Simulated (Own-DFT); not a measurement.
# Computed records: Si$_{24}$O$_{47}$ (quartz with one neutral oxygen vacancy, atoms displaced)

A calculation, not a measurement: plane-wave PBE and HSE06 DFT by an unreviewed code, no spin, of a simulated cell at Gamma alone, so results move with cell size and shape, stress positive in tension, energies less offsets, not probed for a lower state with spin; oxygen file: force components 24 meV/angstrom off all-electron in a glass; k mesh not checked against a denser one; forces and stress are PBE's, HSE06 gives the energy alone, and its difference from PBE has offsets of its own; offsets are fitted by least squares, one for each functional and potential file, so energies compare only between cells with the same atoms and settings and are not formation energies; the far tail of each file's local potential was reset to the Coulomb form; each entry is a single point on an unrelaxed cell, so the pressure reflects the starting lattice, mostly measured values (interpolated for alloys), from which strain is counted, and rises with the displacements; printed positions are rounded, which can move forces by about a meV/angstrom; the program, named Own-DFT, is a retired in-house code; no spin-orbit coupling. Program: Own-DFT development build.

Common to all runs: first functional PBE; second functional HSE06; exact exchange share 0.25; screening 0.11 1/bohr; exchange divergence Gygi-Baldereschi; potential files PseudoDojo norm-conserving, scalar-relativistic, made for PBE, standard set; wave cutoff 48 hartree; occupations fixed; k mesh 1 x 1 x 1 centred on Gamma.

(1) Si$_{24}$O$_{47}$ (quartz with one neutral oxygen vacancy, atoms displaced)

```
cell vectors (Å)
   9.8268     0.0000     0.0000
  -4.9134     8.5103     0.0000
   0.0000     0.0000    10.8104
atoms (fractions of the cell vectors)
Si  0.23943  0.00498  0.00332
Si  0.00200  0.23090  0.33943
Si  0.26717  0.26558  0.16447
O   0.20618  0.13378  0.06027
O   0.41909  0.28834  0.22232
O   0.36767  0.07473  0.39170
O   0.07926  0.36864  0.43643
O   0.13352  0.20841  0.27438
O   0.29357  0.43095  0.10504
Si  0.23191  0.00187  0.50117
Si  0.00139  0.23952  0.83474
Si  0.26385  0.26470  0.66934
O   0.21200  0.13306  0.55561
O   0.42908  0.29629  0.72897
O   0.36984  0.07856  0.89439
O   0.06867  0.36107  0.94275
O   0.13502  0.21113  0.77260
O   0.29544  0.42948  0.60942
Si  0.23756  0.49615  0.99405
Si  0.00265  0.73283  0.33677
Si  0.26572  0.76543  0.16539
O   0.20506  0.62964  0.06402
O   0.42980  0.79012  0.22799
O   0.36860  0.57909  0.39380
O   0.06556  0.86392  0.43669
O   0.13301  0.70177  0.27173
O   0.29315  0.92607  0.10690
Si  0.23204  0.50072  0.50339
Si  0.99719  0.73100  0.83371
Si  0.26592  0.76977  0.66889
O   0.20757  0.62960  0.56154
O   0.36743  0.57528  0.89172
O   0.06660  0.86392  0.93850
O   0.13810  0.70841  0.77855
O   0.29566  0.93128  0.60902
Si  0.73647  0.00190  0.00416
Si  0.49972  0.23272  0.33168
Si  0.76466  0.25831  0.17022
O   0.70370  0.13361  0.05975
O   0.92901  0.29375  0.22537
O   0.86892  0.07534  0.39013
O   0.56554  0.36505  0.43589
O   0.63433  0.20854  0.27191
O   0.79300  0.42822  0.11285
Si  0.73583  0.99921  0.50034
Si  0.50350  0.23725  0.82957
Si  0.76588  0.26457  0.66398
O   0.70856  0.13548  0.55690
O   0.92046  0.29050  0.72637
O   0.87284  0.07583  0.89508
O   0.56943  0.36657  0.93968
O   0.62771  0.19905  0.77789
O   0.79685  0.42868  0.60645
Si  0.72839  0.50184  0.00093
Si  0.50013  0.73030  0.33168
Si  0.76186  0.76077  0.16784
O   0.71307  0.63369  0.06100
O   0.92514  0.79226  0.22647
O   0.86612  0.57322  0.39625
O   0.57728  0.87304  0.44653
O   0.63603  0.71563  0.27234
O   0.79356  0.92617  0.10865
Si  0.72873  0.49726  0.50142
Si  0.50010  0.73478  0.83609
Si  0.76107  0.76037  0.66389
O   0.70007  0.63260  0.56125
O   0.92452  0.79232  0.73241
O   0.87197  0.58077  0.89334
O   0.57583  0.86898  0.93807
O   0.63889  0.70807  0.77696
O   0.79163  0.92521  0.60347
```

```
PBE energy of cell above offsets : -22.845 eV
HSE06 less PBE above offsets     : -0.700 eV
PBE pressure                     : 8.08 GPa
PBE stress xx                    : -7 GPa
PBE stress yy                    : -9.97 GPa
PBE stress zz                    : -7.28 GPa
PBE stress yz                    : -1.24 GPa
PBE stress xz                    : 1.82 GPa
PBE stress xy                    : 0.44 GPa
```

Force:
| element | x (eV/Å) | y (eV/Å) | z (eV/Å) |
| --- | --- | --- | --- |
| Si | -1.238 | -2.379 | -2.598 |
| Si | -0.663 | 2.303 | -3.62 |
| Si | -3.668 | 0.454 | 0.052 |
| O | -0.802 | 0.115 | -0.362 |
| O | 3.87 | 0.516 | 1.866 |
| O | -0.716 | -1.641 | 0.81 |
| O | -0.716 | 0.306 | 1.201 |
| O | 1.612 | -0.18 | -0.867 |
| O | 1.36 | -1.224 | 0.962 |
| Si | 2.263 | -2.964 | -2.618 |
| Si | -0.563 | -1.86 | -1.218 |
| Si | 1.254 | 0.537 | -1.759 |
| O | -2.726 | 3.519 | 2.506 |
| O | -1.263 | 0.444 | -1.664 |
| O | -0.295 | -0.662 | 0.245 |
| O | 0.312 | 1.799 | 0.944 |
| O | -0.687 | -0.595 | 0.825 |
| O | 0.216 | -0.427 | 0.024 |
| Si | -2.791 | 1.229 | 2.197 |
| Si | -0.961 | -1.072 | -3.179 |
| Si | 1.115 | -0.824 | 0.682 |
| O | 0.694 | -1.029 | -1.646 |
| O | -1.684 | 0.867 | -1.51 |
| O | -0.708 | -2.286 | 1.475 |
| O | 1.102 | 2.807 | 2.657 |
| O | -0.431 | 0.128 | 0.861 |
| O | 0.388 | 0.572 | 0.439 |
| Si | 2.793 | -0.637 | -1.545 |
| Si | 1.546 | 3.012 | -0.295 |
| Si | 3.238 | -1.286 | 1.384 |
| O | -2.249 | 2.692 | 1.441 |
| O | 0.459 | -1.386 | -0.275 |
| O | 1.552 | 2.526 | 1.777 |
| O | -0.245 | -0.353 | -0.251 |
| O | -0.41 | 0.373 | -0.527 |
| Si | 0.752 | -0.013 | -1.505 |
| Si | -0.931 | 0.324 | -1.339 |
| Si | 0.038 | 2.996 | -1.594 |
| O | -0.207 | -0.477 | -0.39 |
| O | 1.223 | -0.45 | 1.244 |
| O | -1.149 | -2.807 | 1.829 |
| O | 0.499 | 1.401 | 1.299 |
| O | -0.765 | -0.998 | 1.4 |
| O | -0.659 | -0.266 | -1.038 |
| Si | 0.618 | 1.719 | -0.709 |
| Si | -1.187 | -0.443 | 2.352 |
| Si | -2.13 | -0.76 | 1.101 |
| O | -0.287 | 0.192 | -0.083 |
| O | 2.018 | 0.52 | 0.846 |
| O | -0.704 | -0.733 | 0.568 |
| O | -0.09 | 0.501 | 0.097 |
| O | 3.196 | 0.367 | -2.498 |
| O | -0.649 | 0.157 | 0.003 |
| Si | 4.727 | -2.599 | -0.785 |
| Si | -1.14 | 3.049 | 2.434 |
| Si | 1.6 | 1.936 | -0.519 |
| O | -2.669 | 1.792 | 0.673 |
| O | 0.936 | -0.297 | 0.795 |
| O | -0.415 | -0.815 | 0.448 |
| O | -1.754 | -3.447 | -2.773 |
| O | 1.061 | -1.367 | 0.602 |
| O | 0.091 | -0.127 | 0.184 |
| Si | 0.35 | 0.11 | -0.874 |
| Si | -1.062 | 1.538 | -3.547 |
| Si | 0.947 | 2.451 | 2.286 |
| O | 0.229 | -2.011 | -1.81 |
| O | -1.413 | 0.332 | -2.474 |
| O | -2.289 | -4.885 | 2.478 |
| O | -0.129 | 0.61 | 0.967 |
| O | -1.01 | -0.333 | 0.422 |
| O | 1.398 | -0.562 | 1.502 |

(2) Si$_{24}$O$_{47}$ (quartz with one neutral oxygen vacancy, atoms displaced)

```
cell vectors (Å)
   9.8268     0.0000     0.0000
  -4.9134     8.5103     0.0000
   0.0000     0.0000    10.8104
atoms (fractions of the cell vectors)
Si  0.23391  0.00363  0.99857
Si  0.99185  0.23121  0.33316
Si  0.26362  0.26756  0.17194
O   0.20481  0.13323  0.05853
O   0.42582  0.29206  0.22656
O   0.36730  0.07303  0.38641
O   0.07572  0.37043  0.43894
O   0.13239  0.20421  0.27555
O   0.28492  0.42134  0.10874
Si  0.23237  0.99694  0.50310
Si  0.00553  0.23486  0.83344
Si  0.26605  0.26073  0.66576
O   0.20851  0.13441  0.55382
O   0.43065  0.29498  0.72756
O   0.36350  0.07248  0.89252
O   0.07475  0.37029  0.94203
O   0.13692  0.20906  0.77580
O   0.29526  0.42590  0.60613
Si  0.22906  0.49543  0.99681
Si  0.99885  0.73700  0.33027
Si  0.26407  0.76666  0.16979
O   0.20976  0.63749  0.05534
O   0.42514  0.79096  0.22662
O   0.37102  0.57081  0.39445
O   0.07699  0.87271  0.44027
O   0.13420  0.71124  0.27476
O   0.29059  0.92676  0.10527
Si  0.22899  0.50088  0.50112
Si  0.99869  0.73647  0.83396
Si  0.26662  0.76687  0.66554
O   0.21299  0.63512  0.55839
O   0.42603  0.79141  0.72980
O   0.36526  0.57476  0.88941
O   0.06747  0.86084  0.94038
O   0.13270  0.70811  0.77403
O   0.29189  0.92560  0.60853
Si  0.73582  0.00008  0.00124
Si  0.49604  0.23691  0.32895
Si  0.76239  0.26282  0.16613
O   0.92819  0.29829  0.22647
O   0.87058  0.07305  0.39119
O   0.56969  0.36933  0.44174
O   0.63167  0.21069  0.27096
O   0.79514  0.43054  0.11161
Si  0.73273  0.99820  0.49990
Si  0.49874  0.23453  0.83792
Si  0.77059  0.26833  0.66947
O   0.70974  0.13891  0.55892
O   0.92829  0.28985  0.73131
O   0.86783  0.07498  0.89352
O   0.57186  0.36978  0.93495
O   0.63689  0.21100  0.77119
O   0.79722  0.43038  0.60079
Si  0.73308  0.49971  0.99955
Si  0.49949  0.73506  0.32603
Si  0.76603  0.76373  0.16796
O   0.70518  0.63663  0.06012
O   0.91860  0.78909  0.22823
O   0.86618  0.56936  0.39029
O   0.57849  0.87407  0.44106
O   0.63675  0.70773  0.26798
O   0.79795  0.92959  0.10842
Si  0.73091  0.49115  0.50432
Si  0.50124  0.73521  0.83483
Si  0.76689  0.76454  0.66520
O   0.70069  0.63579  0.56285
O   0.92488  0.79533  0.72829
O   0.86610  0.57284  0.89347
O   0.57473  0.86394  0.94025
O   0.62827  0.70395  0.77795
O   0.79787  0.93387  0.60619
```

```
PBE energy of cell above offsets : -23.386 eV
HSE06 less PBE above offsets     : -0.667 eV
PBE pressure                     : 7.49 GPa
PBE stress xx                    : -8.96 GPa
PBE stress yy                    : -6.48 GPa
PBE stress zz                    : -7.01 GPa
PBE stress yz                    : 0.55 GPa
PBE stress xz                    : -2.77 GPa
PBE stress xy                    : -0.88 GPa
```

Force:
| element | x (eV/Å) | y (eV/Å) | z (eV/Å) |
| --- | --- | --- | --- |
| Si | -0.534 | -2.141 | 0.537 |
| Si | 2.257 | 2.503 | -0.47 |
| Si | 0.082 | -1.588 | -1.481 |
| O | -0.685 | 1.359 | 1.001 |
| O | -1.448 | 1.327 | -2.087 |
| O | -0.968 | -1.405 | 1.761 |
| O | -1.511 | -1.744 | -0.941 |
| O | -1.05 | -0.288 | 0.923 |
| O | -0.299 | 1.573 | -0.772 |
| Si | 2.164 | 1.717 | -2.266 |
| Si | -1.151 | 0.096 | 1.835 |
| Si | -0.099 | 1.627 | -0.387 |
| O | -0.703 | 0.777 | 1.088 |
| O | -0.46 | -0.3 | -0.446 |
| O | 0.597 | -0.231 | -0.516 |
| O | -2.281 | -3.281 | -2.048 |
| O | 1.603 | -0.641 | -0.559 |
| O | -0.458 | -0.229 | 0.016 |
| Si | 2.702 | 3.682 | 1.727 |
| Si | -0.353 | -0.743 | 2.489 |
| Si | -0.036 | -0.427 | -2.619 |
| O | -0.204 | 0.359 | 0.972 |
| O | -0.957 | 1.077 | -1.396 |
| O | -0.347 | 0.717 | -0.236 |
| O | -1.506 | -2.409 | -1.466 |
| O | 0.337 | -0.455 | 0.238 |
| O | 0.278 | 0.17 | 0.328 |
| Si | 4.537 | -1.162 | -0.879 |
| Si | 0.357 | -1.162 | -0.706 |
| Si | 0.585 | -1.24 | 1.681 |
| O | -2.055 | 2.162 | 1.108 |
| O | -0.934 | 0.761 | -1.14 |
| O | -0.676 | -1.772 | 1.221 |
| O | 0.49 | 2.291 | 1.684 |
| O | 0.429 | -0.132 | -0.625 |
| O | 0.09 | 1.04 | -0.08 |
| Si | -0.941 | 1.924 | 1.492 |
| Si | 1.73 | -0.186 | 3.082 |
| Si | 1.22 | -1.513 | -2.12 |
| O | -0.039 | 0.184 | -0.054 |
| O | -1.301 | -2.29 | 1.451 |
| O | -0.622 | -1.298 | -0.897 |
| O | 0.11 | -0.548 | 0.51 |
| O | -0.68 | 0.369 | -1.107 |
| Si | 1.39 | 2.936 | 0.489 |
| Si | 0.892 | -0.535 | -2.762 |
| Si | -0.101 | -0.044 | -1.331 |
| O | 0.258 | -0.111 | -0.154 |
| O | -0.647 | 1.014 | -1.274 |
| O | 0.281 | -0.23 | -0.12 |
| O | 0.112 | 1.159 | 1.999 |
| O | -1.22 | -0.344 | 1.46 |
| O | 3.236 | -2.137 | 4.114 |
| Si | 0.177 | 0.755 | 0.889 |
| Si | 1.818 | -0.83 | 4.008 |
| Si | -1.257 | 1.288 | -2.695 |
| O | 0.478 | -1.427 | -1.272 |
| O | 2.593 | 1.038 | 0.468 |
| O | -0.553 | 0.294 | 0.786 |
| O | -2.085 | -3.519 | -2.82 |
| O | -2.622 | -0.811 | 2.455 |
| O | 0.196 | -0.106 | 0.166 |
| Si | -2.624 | 4.46 | -3.87 |
| Si | -1.056 | -0.366 | -0.164 |
| Si | -2.753 | 1.406 | 1.68 |
| O | 1.35 | -2.667 | -2.11 |
| O | 0.819 | 0.386 | -0.061 |
| O | -0.018 | -0.453 | -0.199 |
| O | -0.259 | 1.25 | 1.355 |
| O | 3.367 | 0.3 | -2.159 |
| O | 0.963 | -1.241 | 1.268 |

(3) Si$_{24}$O$_{47}$ (quartz with one neutral oxygen vacancy, atoms displaced)

```
cell vectors (Å)
   9.8268     0.0000     0.0000
  -4.9134     8.5103     0.0000
   0.0000     0.0000    10.8104
atoms (fractions of the cell vectors)
Si  0.23829  0.00682  0.00227
Si  0.00446  0.23638  0.33002
Si  0.26580  0.26864  0.16260
O   0.20332  0.12743  0.05833
O   0.42837  0.29722  0.22845
O   0.36814  0.07686  0.39279
O   0.12404  0.20232  0.27171
O   0.29180  0.42517  0.10830
Si  0.23190  0.99568  0.49687
Si  0.99664  0.23571  0.83323
Si  0.26559  0.26536  0.66798
O   0.20822  0.13232  0.55671
O   0.42412  0.29151  0.72726
O   0.36358  0.06753  0.89018
O   0.07641  0.36730  0.94011
O   0.13379  0.20635  0.77544
O   0.28945  0.42571  0.60777
Si  0.23048  0.49831  0.99710
Si  0.00452  0.73947  0.33294
Si  0.26850  0.76801  0.16791
O   0.20748  0.63256  0.05669
O   0.42738  0.79980  0.22561
O   0.36939  0.57594  0.39290
O   0.07460  0.86416  0.44187
O   0.13079  0.70395  0.27560
O   0.29638  0.92222  0.10742
Si  0.23402  0.49840  0.50161
Si  0.00411  0.73376  0.83161
Si  0.26014  0.75926  0.66871
O   0.20618  0.63726  0.56472
O   0.42543  0.79500  0.72007
O   0.37143  0.57120  0.88896
O   0.07137  0.86482  0.94350
O   0.13464  0.70319  0.76834
O   0.29486  0.92898  0.60787
Si  0.73330  0.99835  0.99986
Si  0.49962  0.23524  0.33192
Si  0.76810  0.26642  0.16693
O   0.70724  0.13036  0.05942
O   0.92074  0.29189  0.22392
O   0.86751  0.06925  0.39406
O   0.56829  0.36378  0.44358
O   0.63968  0.21230  0.27486
O   0.79909  0.43190  0.10698
Si  0.73918  0.00210  0.49832
Si  0.50259  0.23501  0.83344
Si  0.76202  0.26145  0.66981
O   0.70366  0.13259  0.55817
O   0.92546  0.29295  0.72616
O   0.86373  0.07355  0.89610
O   0.57108  0.37127  0.93958
O   0.63454  0.20554  0.77774
O   0.78965  0.41852  0.60199
Si  0.73563  0.49628  0.00142
Si  0.49993  0.73937  0.33422
Si  0.76757  0.76800  0.16670
O   0.70280  0.63190  0.05396
O   0.92405  0.80183  0.22514
O   0.87124  0.57394  0.39128
O   0.57339  0.86328  0.43891
O   0.63680  0.70992  0.27435
O   0.78952  0.92681  0.11103
Si  0.73547  0.49779  0.50463
Si  0.50206  0.73686  0.83496
Si  0.76669  0.76023  0.66988
O   0.71352  0.63912  0.55788
O   0.92604  0.79446  0.72698
O   0.86218  0.57100  0.89513
O   0.57383  0.86617  0.93811
O   0.62908  0.70090  0.77559
O   0.79539  0.92706  0.60681
```

```
PBE stress yy : withheld
```

## Withheld values
1. What PBE stress yy does the calculation give for Si$_{24}$O$_{47}$ (quartz with one neutral oxygen vacancy, atoms displaced) (entry 3)?
2. Give the table of force values for Si$_{24}$O$_{47}$ (quartz with one neutral oxygen vacancy, atoms displaced) (entry 3).

## Answers
1. -6.05 GPa
2. 
Force:
| element | x (eV/Å) | y (eV/Å) | z (eV/Å) |
| --- | --- | --- | --- |
| Si | 2.279 | -4.764 | -1.653 |
| Si | -3.741 | 1.888 | 3.612 |
| Si | 0.654 | -2.448 | 2.229 |
| O | -2.228 | 3.483 | 2.181 |
| O | -1.327 | 0.044 | -1.417 |
| O | -0.174 | -1.33 | -0.205 |
| O | 5.07 | -0.516 | -3.162 |
| O | -1.087 | 2.067 | -1.528 |
| Si | 1.886 | 1.875 | 1.888 |
| Si | 1.411 | -0.998 | 0.165 |
| Si | -0.561 | -1.394 | -1.254 |
| O | -0.756 | 1.025 | 0.817 |
| O | 1.392 | 0.337 | 0.425 |
| O | 0.492 | 0.861 | -0.07 |
| O | -1.751 | -1.691 | -0.867 |
| O | -0.733 | -0.118 | 0.358 |
| O | 0.712 | -0.038 | 0.931 |
| Si | 3.25 | 1.921 | 0.378 |
| Si | -2.499 | -1.085 | -0.865 |
| Si | -1.178 | -2.949 | -0.155 |
| O | -0.646 | 1.116 | 1.029 |
| O | 1.841 | -0.001 | 0.927 |
| O | -0.627 | -0.754 | 0.553 |
| O | -1.327 | -0.634 | -0.386 |
| O | 1.783 | 0.196 | -1.348 |
| O | -1.708 | 3.128 | -1.692 |
| Si | -1.909 | -0.463 | -2.613 |
| Si | -1.355 | -0.001 | 1.6 |
| Si | 1.733 | 4.666 | -1.809 |
| O | 0.59 | -3.59 | -3.504 |
| O | 2.409 | -0.153 | 2.177 |
| O | -1.457 | -1.294 | 1.407 |
| O | 0.571 | -0.018 | -0.422 |
| O | -3.044 | -1.424 | 3.528 |
| O | -0.111 | -0.639 | 0.083 |
| Si | 0.334 | -0.706 | 1.131 |
| Si | 0.967 | 0.73 | 0.985 |
| Si | -2.888 | -0.545 | -1.863 |
| O | -1.288 | 1.5 | 0.723 |
| O | 4.154 | 0.523 | 1.894 |
| O | 1.069 | 1.628 | -1.603 |
| O | 0.446 | 0.736 | 0.224 |
| O | -0.851 | -0.406 | 0.341 |
| O | 0.791 | -1.041 | 0.934 |
| Si | -1.23 | -1.493 | 1.374 |
| Si | -1.881 | -0.135 | 0.787 |
| Si | 0.067 | -0.667 | -1.636 |
| O | 0.08 | 0.108 | 0.36 |
| O | 0.184 | 0.486 | -0.15 |
| O | 1.065 | 0.726 | -1.311 |
| O | -0.15 | -1.314 | -0.344 |
| O | 0.601 | -0.285 | 0.049 |
| O | 1.126 | -0.035 | 1.911 |
| Si | -1.811 | 1.355 | 0.103 |
| Si | 1.219 | -1.201 | -1.882 |
| Si | -2.214 | -2.374 | -1.605 |
| O | -0.021 | 1.068 | 1.361 |
| O | 4.306 | 0.072 | 2.206 |
| O | -0.94 | -0.678 | 1.015 |
| O | 0.219 | 2.267 | 1.893 |
| O | -0.992 | -0.347 | 0.376 |
| O | -0.425 | 1.181 | -0.987 |
| Si | -0.996 | 0.888 | -3.758 |
| Si | -1.365 | -0.49 | -2.55 |
| Si | -3.037 | 1.581 | -0.678 |
| O | 0.019 | -1.056 | -0.33 |
| O | 2.515 | 0.089 | 1.178 |
| O | 1.877 | 1.228 | -2.154 |
| O | -0.517 | 0.723 | 0.945 |
| O | 1.484 | 0.188 | -0.942 |
| O | 0.227 | -0.607 | 0.662 |

Further results for Si$_{24}$O$_{47}$ (quartz with one neutral oxygen vacancy, atoms displaced) (entry 3):

```
PBE energy of cell above offsets : -23.280 eV
HSE06 less PBE above offsets     : -0.607 eV
PBE pressure                     : 7.28 GPa
PBE stress xx                    : -9.61 GPa
PBE stress zz                    : -6.17 GPa
PBE stress yz                    : -0.36 GPa
PBE stress xz                    : 0.19 GPa
PBE stress xy                    : 0.31 GPa
```
